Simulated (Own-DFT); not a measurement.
# Computed records: GaN (wurtzite, strained, atoms displaced)

Computed with Own-DFT development build. A calculation, not a measurement: plane-wave PBE density functional theory by an unreviewed code, no spin, of a simulated periodic cell, stress positive in tension, free energy of the whole cell less one offset for each atom, forces on such cells passed a denser k mesh, this cell's mesh not checked; offsets are fitted by least squares, one for each functional and potential file, so energies compare only between cells with the same atoms and settings and are not formation energies; the far tail of each file's local potential was reset to the Coulomb form; each entry is a single point on an unrelaxed cell, so the pressure reflects the starting lattice, mostly measured values (interpolated for alloys), from which strain is counted, and rises with the displacements; printed positions are rounded, which can move forces by about a meV/angstrom; the program, named Own-DFT, is a retired in-house code; no spin-orbit coupling.

Settings shared by all entries: functional PBE; potential files PseudoDojo norm-conserving, scalar-relativistic, standard set with the stringent files for Ga; wave cutoff 96 hartree; occupations Gaussian; smearing width 0.01 eV; k mesh 3 x 4 x 3 centred on Gamma.

(1) GaN (wurtzite, strained, atoms displaced)

```
GaN
1.0
     12.7560     0.0000    -0.0957
     -4.7835     8.2853     0.0359
     -0.0778     0.0000    10.3700
Ga N Ga N Ga N Ga N Ga N Ga N Ga N Ga N Ga N Ga N Ga N Ga N Ga N Ga N Ga N Ga N Ga N Ga N Ga N Ga N Ga N Ga N Ga N Ga N
2 2 2 2 2 2 2 2 2 2 2 2 2 2 2 2 2 2 2 2 2 2 2 2 2 2 2 2 2 2 2 2 2 2 2 2 2 2 2 2 2 2 2 2 2 2 2 2
Direct
  0.08604 0.22039 0.00691
  0.16715 0.11688 0.25452
  0.08237 0.21393 0.18496
  0.16363 0.11160 0.44280
  0.08366 0.22226 0.50295
  0.15730 0.10529 0.74620
  0.08274 0.21707 0.69039
  0.16383 0.12412 0.93708
  0.08619 0.55752 0.00449
  0.17170 0.45669 0.25510
  0.07422 0.55439 0.18091
  0.16554 0.44409 0.44322
  0.09102 0.55843 0.49886
  0.16661 0.44006 0.73810
  0.08488 0.55969 0.68976
  0.16628 0.44301 0.94438
  0.08308 0.89046 0.00942
  0.16882 0.77708 0.23809
  0.08237 0.88945 0.18713
  0.17134 0.77855 0.43425
  0.07758 0.88828 0.50045
  0.17022 0.77309 0.75858
  0.08740 0.89387 0.68154
  0.16745 0.78254 0.92844
  0.33398 0.22311 0.99904
  0.41071 0.11423 0.24771
  0.34022 0.21886 0.18578
  0.40952 0.10281 0.44360
  0.33377 0.23449 0.50147
  0.42883 0.11874 0.75223
  0.33752 0.22230 0.69370
  0.41881 0.11692 0.93324
  0.33452 0.55811 0.00787
  0.41647 0.44665 0.24931
  0.33450 0.55977 0.19140
  0.43107 0.45576 0.43801
  0.34018 0.55291 0.49972
  0.40858 0.43943 0.75281
  0.33195 0.55813 0.69143
  0.41270 0.43546 0.93544
  0.33433 0.89700 0.00391
  0.41772 0.77496 0.25218
  0.33102 0.89060 0.18955
  0.41189 0.77372 0.43326
  0.33925 0.89479 0.49058
  0.41285 0.77575 0.74648
  0.34001 0.89670 0.68247
  0.42066 0.77403 0.94401
  0.58019 0.20861 0.00275
  0.66674 0.11105 0.25076
  0.57846 0.22156 0.18688
  0.67409 0.12503 0.43931
  0.58444 0.23236 0.49582
  0.66594 0.11560 0.75612
  0.59129 0.22697 0.68479
  0.66596 0.11617 0.93940
  0.58998 0.56459 0.99522
  0.65895 0.43331 0.24849
  0.58381 0.55789 0.17627
  0.66754 0.44578 0.42937
  0.57837 0.54271 0.50101
  0.66401 0.43289 0.74377
  0.57952 0.55320 0.69156
  0.66173 0.44148 0.93330
  0.58004 0.88796 0.99503
  0.66676 0.77860 0.24781
  0.58144 0.88539 0.18662
  0.66636 0.78086 0.44299
  0.58289 0.87760 0.49456
  0.66025 0.77454 0.75200
  0.58297 0.88748 0.69179
  0.67134 0.78239 0.93083
  0.82620 0.21859 0.00247
  0.92164 0.11030 0.24555
  0.83748 0.22213 0.18633
  0.92035 0.11839 0.43465
  0.82969 0.21617 0.49503
  0.90949 0.10667 0.73721
  0.83219 0.22260 0.69976
  0.91785 0.10665 0.94232
  0.83054 0.55910 0.00049
  0.92042 0.45091 0.24754
  0.83811 0.56136 0.18610
  0.91017 0.43966 0.43993
  0.83271 0.55153 0.50076
  0.91800 0.44382 0.75072
  0.83473 0.55472 0.68608
  0.92148 0.45397 0.92845
  0.83088 0.88565 0.99398
  0.91497 0.77763 0.25352
  0.83477 0.88787 0.18683
  0.91888 0.77557 0.43743
  0.83237 0.88566 0.50462
  0.92064 0.78639 0.74570
  0.83289 0.89393 0.68931
  0.90895 0.76799 0.94630
```

```
free energy of cell above offsets : -3.986 eV
pressure                          : 7.33 GPa
stress xx                         : -6.97 GPa
stress yy                         : -6.85 GPa
stress zz                         : -8.16 GPa
stress yz                         : -0.42 GPa
stress xz                         : -1.81 GPa
stress xy                         : 0.6 GPa
```

Force:
```csv
element,x (eV/Å),y (eV/Å),z (eV/Å)
Ga,-2.021,0.858,-1.491
Ga,0.928,-0.91,-0.311
N,0.162,1.976,1.828
N,0.678,0.641,-0.612
Ga,-0.569,-0.142,-0.277
Ga,2.262,0.416,1.279
N,-1.383,0.752,-1.028
N,2.467,-2.306,-0.349
Ga,-0.385,-0.561,-2.676
Ga,-0.851,-1.455,-0.697
N,2.454,0.621,1.629
N,1.588,-0.136,-0.679
Ga,-2.113,0.625,0.518
Ga,-0.907,0.274,2.235
N,0.469,-0.693,-0.723
N,0.207,0.58,-0.716
Ga,-0.673,0.279,-2.47
Ga,-1.27,-0.025,1.944
N,0.307,0.439,1.495
N,-0.892,-0.022,-0.448
Ga,2.191,-0.219,-0.629
Ga,-0.092,1.181,-3.708
N,-0.128,-1.122,1.264
N,0.079,0.302,4.207
Ga,-0.458,-0.286,-0.65
Ga,2.686,-1.559,1.826
N,-3.649,1.897,-0.034
N,0.221,3.57,-1.531
Ga,0.781,-1.842,0.803
Ga,-1.205,-0.829,-1.25
N,-0.976,-0.175,-1.028
N,0.092,-0.934,1.164
Ga,0.084,-1.139,-1.703
Ga,1.093,-0.107,-0.873
N,-0.057,-0.808,0.523
N,-3.562,-2.176,-1.489
Ga,-1.279,0.689,0.465
Ga,0.938,0.291,0.093
N,0.519,-0.605,-1.284
N,-0.095,1.919,1.167
Ga,0.446,-0.684,-1.193
Ga,-0.319,1.182,-0.809
N,1.18,0.02,-0.41
N,1.248,-0.083,0.82
Ga,-0.889,-1.917,1.677
Ga,0.363,0.894,0.72
N,-0.383,-0.447,0.648
N,-2.031,0.326,-0.994
Ga,-1.247,2.424,-0.175
Ga,0.36,0.22,-0.073
N,0.618,-1.216,0.334
N,-2.05,-2.372,-0.654
Ga,0.365,-1.728,0.108
Ga,0.994,-0.917,-1.172
N,-0.726,-1.307,-0.764
N,0.164,-1.404,0.047
Ga,-0.597,-1.39,-1.029
Ga,0.702,2.074,-1.331
N,-0.272,-0.218,2.023
N,-0.491,0.368,1.127
Ga,2.97,2.889,1.582
Ga,-0.115,2.965,1.437
N,0.234,-0.422,-0.709
N,0.702,-0.519,0.465
Ga,1.575,0.362,0.569
Ga,0.731,-0.101,0.189
N,-0.139,0.653,0.039
N,1.461,-1.512,-1.212
Ga,-1.776,2.11,1.354
Ga,0.889,-0.121,-1.199
N,-0.701,0.518,-0.777
N,-1.408,-0.181,1.268
Ga,2.328,1.167,-0.911
Ga,-0.906,-0.276,0.225
N,-0.911,0.154,0.585
N,0.077,-1.157,0.538
Ga,1.239,1.33,1.297
Ga,0.947,1.263,2.708
N,-0.496,-0.056,-1.923
N,-0.886,0.623,-0.842
Ga,0.56,-2.011,-0.465
Ga,-1.42,-1.355,0.927
N,-1.044,-1.061,0.618
N,1.597,0.573,-0.524
Ga,0.182,0.343,-0.123
Ga,0.025,0.495,-0.736
N,-0.64,0.518,0.078
N,-0.477,-0.789,2.565
Ga,0.783,0.907,0.83
Ga,0.209,-0.077,-0.81
N,-0.687,-0.111,0.196
N,-1.393,-0.142,0.408
Ga,0.189,0.525,-1.052
Ga,0.164,-1.277,1.046
N,0.033,-1.698,-0.414
N,1.024,2.393,-1.913
```

(2) GaN (wurtzite, strained, atoms displaced)

```
GaN
1.0
     12.7560    -0.0957     0.0000
     -4.8456     8.3211     0.0000
      0.0000     0.0000    10.3700
Ga N Ga N Ga N Ga N Ga N Ga N Ga N Ga N Ga N Ga N Ga N Ga N Ga N Ga N Ga N Ga N Ga N Ga N Ga N Ga N Ga N Ga N Ga N Ga N
2 2 2 2 2 2 2 2 2 2 2 2 2 2 2 2 2 2 2 2 2 2 2 2 2 2 2 2 2 2 2 2 2 2 2 2 2 2 2 2 2 2 2 2 2 2 2 2
Direct
  0.07892 0.21742 0.99728
  0.17508 0.10407 0.25110
  0.07203 0.21596 0.18406
  0.16521 0.11161 0.44049
  0.07888 0.22550 0.49975
  0.16438 0.11381 0.75629
  0.08291 0.22631 0.69092
  0.16369 0.11561 0.93821
  0.08047 0.55602 0.99525
  0.16577 0.44075 0.24864
  0.08137 0.55652 0.18583
  0.16721 0.44137 0.44666
  0.08314 0.55516 0.50736
  0.15770 0.43471 0.75157
  0.08124 0.54574 0.69263
  0.17100 0.44026 0.93859
  0.08030 0.89123 0.00112
  0.16931 0.78258 0.25821
  0.08161 0.88635 0.19274
  0.16226 0.78004 0.44080
  0.08143 0.88641 0.49322
  0.16960 0.78257 0.75104
  0.08054 0.88243 0.68543
  0.16243 0.78085 0.94086
  0.32974 0.22555 0.00347
  0.42324 0.11708 0.25027
  0.32871 0.22148 0.18445
  0.41367 0.10458 0.44101
  0.33534 0.22819 0.50390
  0.40948 0.10664 0.75423
  0.33021 0.22167 0.68174
  0.41811 0.11696 0.93060
  0.32271 0.54068 0.00583
  0.42649 0.45640 0.24917
  0.33734 0.55943 0.18674
  0.41507 0.44212 0.43782
  0.32799 0.56030 0.49521
  0.41940 0.44728 0.75150
  0.32670 0.54726 0.68138
  0.41601 0.43589 0.95007
  0.33692 0.88633 0.00288
  0.41270 0.76914 0.24510
  0.32684 0.88353 0.19144
  0.42261 0.78283 0.43840
  0.33507 0.88779 0.49712
  0.41317 0.77489 0.74578
  0.33881 0.88916 0.69476
  0.41443 0.76855 0.94329
  0.58123 0.22334 0.00569
  0.67038 0.11206 0.24770
  0.58851 0.22525 0.18857
  0.65835 0.09957 0.44046
  0.57466 0.21425 0.49529
  0.66742 0.11640 0.75951
  0.57946 0.22255 0.69087
  0.66625 0.10915 0.93840
  0.58716 0.55018 0.00244
  0.66345 0.43947 0.25607
  0.57955 0.55769 0.18247
  0.66786 0.44027 0.44196
  0.57321 0.54016 0.49982
  0.66774 0.45537 0.76014
  0.58147 0.54344 0.68794
  0.66749 0.44270 0.93597
  0.59372 0.89366 0.00836
  0.66444 0.77708 0.24906
  0.57948 0.89150 0.18487
  0.67212 0.78472 0.44271
  0.58411 0.88492 0.49733
  0.65990 0.77529 0.75578
  0.57865 0.88048 0.68349
  0.67110 0.78301 0.93687
  0.82889 0.22681 0.00345
  0.92423 0.12409 0.25120
  0.83271 0.21751 0.18475
  0.91823 0.10510 0.43807
  0.83886 0.23090 0.49724
  0.92301 0.11393 0.75983
  0.83358 0.21937 0.67836
  0.90564 0.09760 0.93878
  0.83293 0.55606 0.00686
  0.91510 0.45081 0.24930
  0.83530 0.54843 0.19215
  0.91849 0.45125 0.44272
  0.82905 0.54660 0.50300
  0.92596 0.44725 0.75005
  0.84545 0.56899 0.68587
  0.91274 0.44397 0.93884
  0.83619 0.88350 0.99419
  0.90907 0.77781 0.24386
  0.82683 0.89027 0.18663
  0.91714 0.77113 0.43293
  0.83295 0.89036 0.50500
  0.90811 0.76853 0.75149
  0.83928 0.89289 0.69021
  0.91974 0.78317 0.93895
```

```
free energy of cell above offsets : -4.234 eV
pressure                          : 7.17 GPa
stress xx                         : -7.17 GPa
stress yy                         : -6.08 GPa
stress zz                         : -8.27 GPa
stress yz                         : 0.37 GPa
stress xz                         : 0.01 GPa
stress xy                         : -2.93 GPa
```

Force:
```csv
element,x (eV/Å),y (eV/Å),z (eV/Å)
Ga,-0.954,0.078,0.566
Ga,-2.693,0.125,0.951
N,3.608,1.631,-0.363
N,0.183,0.447,-0.397
Ga,1.465,-1.193,0.64
Ga,0.375,-0.834,-1.959
N,0.463,-1.321,-0.48
N,0.545,-0.663,0.563
Ga,0.732,0.198,0.736
Ga,-0.588,0.015,0.119
N,0.672,0,0.465
N,-1.606,0.579,-1.932
Ga,0.043,0.398,-0.743
Ga,1.792,1.433,0.152
N,0.997,2.102,-0.39
N,-2.787,-0.619,-0.406
Ga,1.147,0.276,0.477
Ga,-1.044,-1.27,-1.086
N,-0.162,-0.126,-0.761
N,1.97,-0.91,0.46
Ga,-0.982,0.668,1.326
Ga,-0.49,-0.269,-0.046
N,0.004,0.862,0.555
N,0.855,-0.082,-0.291
Ga,0.802,-1.632,-0.793
Ga,-1.132,-1.138,0.028
N,2.112,1.048,1.004
N,-1.152,0.796,-1.12
Ga,-0.648,-1.415,-1.091
Ga,0.653,1.04,-1.782
N,0.144,0.06,2.206
N,-0.36,-0.634,2.983
Ga,2.255,1.975,-0.866
Ga,-2.051,-1.97,0.416
N,-0.444,-1.782,1.015
N,-0.768,0.481,-0.885
Ga,1.864,0.083,0.85
Ga,-1.171,-0.793,0.321
N,0.416,0.463,1.068
N,-0.273,1.9,-1.737
Ga,-0.648,0.082,-0.614
Ga,-0.395,1.967,0.732
N,1.458,1.278,-0.175
N,-1.334,-1.134,-0.988
Ga,-0.348,-0.425,0.918
Ga,1.019,-0.934,1.182
N,-1.457,-0.183,-1.421
N,0.352,0.38,-0.374
Ga,0.194,-0.554,-1.6
Ga,-0.263,-0.621,1.267
N,-0.498,-0.178,0.191
N,0.665,2.029,-1.072
Ga,1.824,0.272,1.905
Ga,-0.186,-0.429,-2.781
N,0.499,0.346,-0.083
N,-0.723,0.438,1.285
Ga,-1.151,0.89,-1.076
Ga,0.29,1.151,-0.308
N,2.372,0.158,1.113
N,-1.361,-0.428,-0.63
Ga,1.508,2.062,0.483
Ga,1.709,-1.772,-2.625
N,-0.771,1.72,0.026
N,0.333,0.329,2.117
Ga,-1.301,-1.049,-1.994
Ga,-0.089,0.74,0.769
N,0.633,-0.328,1.528
N,-0.609,-2.093,-1.054
Ga,0.462,0.217,0.862
Ga,0.699,0.414,-1.679
N,0.264,0.783,1.06
N,-0.239,-1.533,0.756
Ga,1.233,-0.697,-0.763
Ga,-1.995,-2.582,0.652
N,-0.298,1.171,1.051
N,-1.215,1.114,-0.346
Ga,-0.589,-1.687,-0.312
Ga,-1.56,-0.702,-1.813
N,0.098,0.388,2.317
N,0.255,2.211,0.656
Ga,0.3,0.233,-0.822
Ga,2.22,-1.268,0.925
N,-2.732,1.118,-0.796
N,0.483,-0.716,-1.061
Ga,0.246,1.782,-0.008
Ga,-2.91,-1.316,0.036
N,-0.73,-3.219,0.566
N,0.259,0.074,-0.235
Ga,-1.162,0.353,1.344
Ga,0.504,0.3,1.16
N,0.932,0.106,-0.423
N,-1.327,-0.005,0.219
Ga,1.304,-0.611,-0.249
Ga,1.096,2.516,-0.193
N,-1.062,-0.463,0.517
N,-0.048,-1.704,0.081
```

(3) GaN (wurtzite, strained, atoms displaced)

```
GaN
1.0
     12.7560     0.0000     0.0000
     -4.7835     8.2853    -0.0621
      0.0000    -0.0778    10.3700
Ga N Ga N Ga N Ga N Ga N Ga N Ga N Ga N Ga N Ga N Ga N Ga N Ga N Ga N Ga N Ga N Ga N Ga N Ga N Ga N Ga N Ga N Ga N Ga N
2 2 2 2 2 2 2 2 2 2 2 2 2 2 2 2 2 2 2 2 2 2 2 2 2 2 2 2 2 2 2 2 2 2 2 2 2 2 2 2 2 2 2 2 2 2 2 2
Direct
  0.08100 0.21979 0.99286
  0.16967 0.11440 0.25411
  0.08465 0.21894 0.19752
  0.16889 0.11130 0.43406
  0.08918 0.22359 0.49975
  0.15753 0.10667 0.75028
  0.07803 0.21149 0.69066
  0.16893 0.11886 0.94291
  0.09115 0.56077 0.00293
  0.16439 0.44379 0.25111
  0.08310 0.55695 0.18769
  0.16097 0.43263 0.43906
  0.08591 0.57574 0.50245
  0.16858 0.44464 0.74998
  0.09143 0.56082 0.68085
  0.16322 0.44010 0.93921
  0.08106 0.87844 0.99055
  0.16959 0.77226 0.24518
  0.08305 0.89221 0.18768
  0.16222 0.77002 0.44832
  0.08236 0.88273 0.49974
  0.16490 0.77541 0.74633
  0.08750 0.89492 0.69819
  0.16281 0.78319 0.93307
  0.33365 0.21613 0.00271
  0.42300 0.12148 0.25048
  0.33322 0.21294 0.18330
  0.41692 0.11642 0.44014
  0.33573 0.22694 0.50432
  0.41466 0.11187 0.74474
  0.32527 0.22468 0.69244
  0.41427 0.10603 0.93925
  0.33524 0.55233 0.00768
  0.41904 0.44887 0.24151
  0.32730 0.54937 0.18453
  0.41428 0.43888 0.43268
  0.33040 0.55359 0.49402
  0.41825 0.44845 0.74978
  0.33711 0.55549 0.67984
  0.42223 0.44673 0.93587
  0.32457 0.88976 0.00286
  0.42072 0.78507 0.24551
  0.33163 0.87916 0.19833
  0.40941 0.77749 0.43879
  0.32538 0.88222 0.49576
  0.41090 0.77853 0.75288
  0.33508 0.89230 0.69661
  0.42107 0.77614 0.94057
  0.58668 0.22275 0.99574
  0.66355 0.10915 0.25467
  0.58375 0.22564 0.18844
  0.67634 0.12366 0.43570
  0.58699 0.22620 0.49999
  0.66434 0.10291 0.74984
  0.58838 0.22506 0.69119
  0.66452 0.10640 0.94286
  0.58073 0.55170 0.99973
  0.66476 0.44147 0.25215
  0.58875 0.54963 0.18917
  0.65695 0.43831 0.42814
  0.59220 0.56527 0.50397
  0.66651 0.44899 0.74094
  0.57657 0.55406 0.69145
  0.66944 0.44829 0.93951
  0.58156 0.88579 0.00158
  0.66595 0.78206 0.23809
  0.58270 0.88487 0.18647
  0.67303 0.77681 0.44691
  0.58845 0.89424 0.49661
  0.66951 0.77070 0.76020
  0.57822 0.88672 0.68980
  0.66981 0.77428 0.93464
  0.83893 0.22613 0.00148
  0.91734 0.11528 0.23954
  0.83566 0.22183 0.18241
  0.92017 0.11428 0.43683
  0.83438 0.21958 0.50081
  0.91128 0.10478 0.74759
  0.82916 0.22222 0.69189
  0.91123 0.10856 0.93363
  0.83365 0.55517 0.00183
  0.91749 0.44164 0.25079
  0.83127 0.55241 0.18393
  0.91940 0.44117 0.43305
  0.83062 0.55224 0.49673
  0.91162 0.44578 0.73933
  0.84069 0.56087 0.69500
  0.92048 0.44644 0.94673
  0.83718 0.89104 0.99510
  0.91419 0.76865 0.24148
  0.83127 0.89278 0.19607
  0.91432 0.78035 0.44300
  0.83386 0.89298 0.50493
  0.91879 0.78069 0.75549
  0.83536 0.87966 0.68295
  0.92251 0.78806 0.93457
```

```
free energy of cell above offsets : -4.542 eV
pressure                          : 7.11 GPa
stress xx                         : -7.25 GPa
stress yy                         : -7.1 GPa
stress zz                         : -6.98 GPa
stress yz                         : -1.14 GPa
stress xz                         : -0.22 GPa
stress xy                         : 0.72 GPa
```

Force:
```csv
element,x (eV/Å),y (eV/Å),z (eV/Å)
Ga,-0.019,-0.089,1.433
Ga,0.121,-0.578,-1.101
N,-0.518,0.648,-1.947
N,0.464,-0.785,1.652
Ga,-0.916,-1.092,0.169
Ga,1.383,1.251,1.184
N,-0.875,1.387,-0.462
N,0.207,-1.326,-0.734
Ga,-1.088,-0.412,-0.802
Ga,0.072,-0.639,0.444
N,0.327,-0.545,0.271
N,-0.375,2.439,-0.268
Ga,0.874,-5.934,-0.06
Ga,0.265,-0.355,-0.526
N,-1.071,-1.02,1.591
N,0.73,0.859,-0.305
Ga,-1.105,2.962,2.14
Ga,-1.922,0.933,1.058
N,0.777,-1.045,-0.312
N,-0.117,3.623,-2.898
Ga,-1.236,1.426,0.36
Ga,0.358,0.757,0.273
N,-0.264,-1.779,-1.645
N,2.311,-1.761,0.19
Ga,-0.427,0.741,-1.16
Ga,-0.472,-1.161,0.515
N,-0.451,1.134,0.973
N,0.633,-1.001,0.128
Ga,-0.49,-0.179,-0.269
Ga,-0.203,0.81,0.746
N,1.206,-0.252,-0.295
N,0.516,0.416,-0.35
Ga,-0.261,0.024,-2.311
Ga,0.19,-0.998,1.067
N,0.706,0.868,1.497
N,0.384,1.359,0.114
Ga,0.395,-0.297,-0.126
Ga,-1.181,-0.81,0.211
N,-1.012,0.151,1.217
N,-1.099,-0.747,0.649
Ga,1.728,-0.123,-0.043
Ga,0.158,-1.806,1.143
N,-0.548,1.981,-1.616
N,1.653,0.233,-0.777
Ga,1.069,1.813,1.115
Ga,1.303,-0.566,-0.247
N,-0.831,-0.492,-1.568
N,-1.8,-0.53,0.285
Ga,-0.617,0.07,0.221
Ga,0.651,0.779,-1.58
N,0.862,-0.927,-0.394
N,-1.149,-1.474,0.457
Ga,-0.628,-0.66,0.304
Ga,-0.378,0.461,0.825
N,-0.718,-0.151,-0.643
N,0.731,0.261,-0.509
Ga,1.126,0.3,0.157
Ga,0.889,0.326,-1.414
N,-1.91,1.352,-0.734
N,1.339,0.748,2.781
Ga,-1.676,-1.363,-0.598
Ga,0.453,-0.255,1.643
N,1.908,0.329,-0.814
N,-0.079,-0.422,-0.888
Ga,0.66,0.523,-0.95
Ga,1.3,-1.329,1.948
N,-0.551,0.813,0.38
N,-1.764,0.79,-1.814
Ga,-0.607,-0.777,0.804
Ga,-1.011,0.975,-2.728
N,1.023,-0.46,-0.378
N,-0.404,0.253,2.402
Ga,-1.185,-0.132,-0.947
Ga,0.681,-0.264,1.927
N,-1.09,0.007,1.158
N,-0.296,-0.394,0.176
Ga,1.349,0.704,0.078
Ga,0.04,0.338,-0.338
N,0.659,-0.311,-0.685
N,0.811,0.012,0.313
Ga,0.223,0.06,-0.993
Ga,-0.382,0.127,-0.854
N,0.22,-0.569,1.052
N,-0.819,0.621,1.315
Ga,0.173,0.493,-0.176
Ga,2.556,-0.633,2.149
N,-2.162,0.179,-1.747
N,-0.032,0.462,-1.495
Ga,-0.609,0.017,1.266
Ga,-0.268,1.671,1.437
N,0.942,-0.789,-1.882
N,0.838,-1.015,-0.896
Ga,0.833,0.736,-1.661
Ga,0.535,0.123,-1.393
N,-1.181,0.476,2.026
N,-0.835,-1.573,1.088
```

(4) GaN (wurtzite, strained, atoms displaced)

```
GaN
1.0
     12.7560     0.0000    -0.0957
     -4.7835     8.2853     0.0359
     -0.0778     0.0000    10.3700
Ga N Ga N Ga N Ga N Ga N Ga N Ga N Ga N Ga N Ga N Ga N Ga N Ga N Ga N Ga N Ga N Ga N Ga N Ga N Ga N Ga N Ga N Ga N Ga N
2 2 2 2 2 2 2 2 2 2 2 2 2 2 2 2 2 2 2 2 2 2 2 2 2 2 2 2 2 2 2 2 2 2 2 2 2 2 2 2 2 2 2 2 2 2 2 2
Direct
  0.07774 0.22424 0.99015
  0.16505 0.10817 0.25184
  0.08336 0.21061 0.18747
  0.16704 0.11553 0.43279
  0.08280 0.22752 0.49680
  0.16510 0.11786 0.74678
  0.08375 0.21504 0.68900
  0.17288 0.10817 0.93830
  0.08449 0.56014 0.00432
  0.17437 0.44411 0.24560
  0.08618 0.54988 0.19426
  0.16586 0.44249 0.43226
  0.08060 0.54592 0.49317
  0.16951 0.44444 0.74589
  0.08286 0.54836 0.68305
  0.16590 0.44615 0.93678
  0.09228 0.90033 0.98893
  0.17421 0.79105 0.25902
  0.07658 0.89205 0.20307
  0.17504 0.78100 0.43946
  0.08650 0.89363 0.50343
  0.15993 0.77828 0.74860
  0.08709 0.89436 0.69558
  0.16270 0.77831 0.94549
  0.33312 0.22633 0.99471
  0.41412 0.10789 0.25355
  0.33973 0.22923 0.19053
  0.41417 0.10318 0.44436
  0.34045 0.23037 0.50451
  0.40830 0.10310 0.74736
  0.33128 0.22358 0.69337
  0.42377 0.11347 0.93816
  0.33067 0.54645 0.00025
  0.42035 0.44826 0.24663
  0.32451 0.55464 0.18555
  0.41684 0.44090 0.43311
  0.32324 0.54303 0.50132
  0.42193 0.44206 0.74913
  0.32835 0.54616 0.68304
  0.41963 0.44875 0.94136
  0.34427 0.90137 0.99398
  0.41576 0.77624 0.24853
  0.33680 0.89748 0.19279
  0.40894 0.77122 0.44092
  0.33503 0.88200 0.50620
  0.42136 0.77744 0.74419
  0.33073 0.88785 0.69031
  0.41055 0.77519 0.93623
  0.58695 0.21885 0.99412
  0.66889 0.11099 0.24950
  0.57198 0.21286 0.18890
  0.66572 0.11355 0.44461
  0.57959 0.21235 0.50244
  0.66407 0.10550 0.74829
  0.58861 0.22225 0.67757
  0.67198 0.10790 0.93792
  0.58771 0.56256 0.99958
  0.66722 0.44135 0.24714
  0.58759 0.56250 0.18499
  0.65985 0.42930 0.43484
  0.58361 0.55436 0.50267
  0.66788 0.45094 0.74643
  0.58920 0.56728 0.69401
  0.66274 0.44130 0.93398
  0.57697 0.88307 0.00489
  0.66714 0.78351 0.24136
  0.58637 0.89684 0.18866
  0.66750 0.77931 0.44318
  0.58596 0.89186 0.50343
  0.66456 0.78494 0.74559
  0.59062 0.88923 0.68495
  0.66089 0.77856 0.92787
  0.82995 0.22121 0.00373
  0.92465 0.11770 0.25391
  0.83519 0.22044 0.18295
  0.91062 0.10119 0.44165
  0.83911 0.22195 0.50345
  0.91216 0.11659 0.74875
  0.83253 0.21761 0.68831
  0.91002 0.11069 0.94278
  0.82747 0.55292 0.00133
  0.92268 0.44336 0.24984
  0.83245 0.55464 0.18685
  0.91234 0.44227 0.43741
  0.83542 0.56476 0.50173
  0.91959 0.43858 0.75330
  0.83205 0.55688 0.69527
  0.91298 0.44345 0.93303
  0.82896 0.88230 0.00634
  0.91954 0.78167 0.25518
  0.82681 0.88293 0.18407
  0.90923 0.77455 0.44129
  0.83573 0.88955 0.50968
  0.91962 0.78188 0.74396
  0.83599 0.88961 0.68845
  0.91792 0.78853 0.93835
```

```
free energy of cell above offsets : -5.191 eV
pressure                          : 6.89 GPa
stress xx                         : -6.79 GPa
stress yy                         : -6.87 GPa
stress zz                         : -7.01 GPa
stress yz                         : 0.61 GPa
stress xz                         : -1.31 GPa
stress xy                         : 0.42 GPa
```

Force:
```csv
element,x (eV/Å),y (eV/Å),z (eV/Å)
Ga,0.747,-0.771,1.187
Ga,1.273,0.859,-0.583
N,-0.799,1.812,-0.827
N,0.222,0.005,2.193
Ga,0.54,-1.337,0.215
Ga,1.543,-0.939,1.095
N,-2.223,1.495,-0.729
N,-1.684,2.13,-1.05
Ga,-0.395,-0.546,0.047
Ga,-2.235,-1.826,0.46
N,-0.319,1.159,-0.487
N,-0.482,-0.476,0.125
Ga,-0.503,1.328,0.228
Ga,-0.631,-0.402,0.737
N,-0.396,0.701,0.211
N,-0.082,-0.123,-0.312
Ga,-1.853,-2.173,2.256
Ga,-0.61,-0.968,-1.496
N,2.439,-0.487,-1.954
N,-1.759,-0.864,1.197
Ga,0.166,-0.153,-0.728
Ga,1.804,-1.258,0.786
N,-0.684,0.158,-1.418
N,1.547,0.18,-1.166
Ga,1.547,0.059,1.418
Ga,-0.313,0.999,0.677
N,-0.989,-0.838,-0.769
N,-0.624,0.335,-0.142
Ga,-0.333,-1.438,-0.899
Ga,1.412,1.231,0.291
N,0.486,-0.062,-0.593
N,-1.333,0.634,-1.084
Ga,-0.487,1.015,-0.439
Ga,-0.01,0.004,-0.071
N,3.19,1.208,-0.401
N,-0.48,0.924,0.833
Ga,1.636,1.154,-0.94
Ga,-0.64,0.894,0.578
N,1.196,0.957,0.96
N,-0.05,-0.315,-0.796
Ga,-1.499,-1.592,1.336
Ga,-0.321,0.483,0.646
N,0.094,-1.454,-1.318
N,1.726,-0.361,-0.282
Ga,-0.521,0.835,-0.448
Ga,-0.703,-0.46,0.503
N,0.31,-0.939,0.436
N,1.059,-0.416,-0.222
Ga,-0.031,0.483,0.966
Ga,-0.68,1.174,0.842
N,2.151,1.075,-0.739
N,1.389,-0.648,-1.177
Ga,-0.19,0.763,-1.643
Ga,0.049,1.024,0.326
N,-1.206,0.004,3.158
N,-1.627,-0.611,-0.405
Ga,0.018,-0.476,-0.48
Ga,-0.334,-0.363,0.302
N,-0.373,-0.367,0.252
N,0.023,1.753,0.601
Ga,0.353,0.145,-0.801
Ga,0.437,-1.078,0.251
N,-0.614,-1.443,-1.119
N,0.053,0.169,0.389
Ga,0.5,0.398,-1.244
Ga,0.284,-0.563,2.042
N,-0.765,-1.331,0.032
N,-0.033,-0.2,-0.808
Ga,-0.257,-0.603,-1.697
Ga,2.718,-0.614,0.833
N,-2.823,0.605,0.143
N,0.385,0.18,1.758
Ga,0.829,0.689,-0.943
Ga,-0.874,-1.296,-0.752
N,-0.146,0.183,1.889
N,0.739,1.438,-0.528
Ga,-1.623,-0.025,-0.601
Ga,1.96,-1.485,1.215
N,-1.042,0.853,-0.248
N,0.737,-0.275,-1.003
Ga,0.809,0.964,-0.795
Ga,-1.185,0.031,-0.246
N,0.57,0.015,0.5
N,0.473,0.152,0.198
Ga,-0.423,-2.449,0.309
Ga,-0.944,0.573,-0.906
N,1.159,0.091,-1.157
N,0.429,0.228,1.641
Ga,-0.176,0.788,-1.905
Ga,-1.585,-1.13,-0.547
N,1.024,1.1,1.69
N,1.333,1.214,0.09
Ga,-0.951,-0.677,-1.343
Ga,-0.464,-0.44,1.708
N,-0.753,0.564,0.967
N,0.699,-0.945,-0.271
```
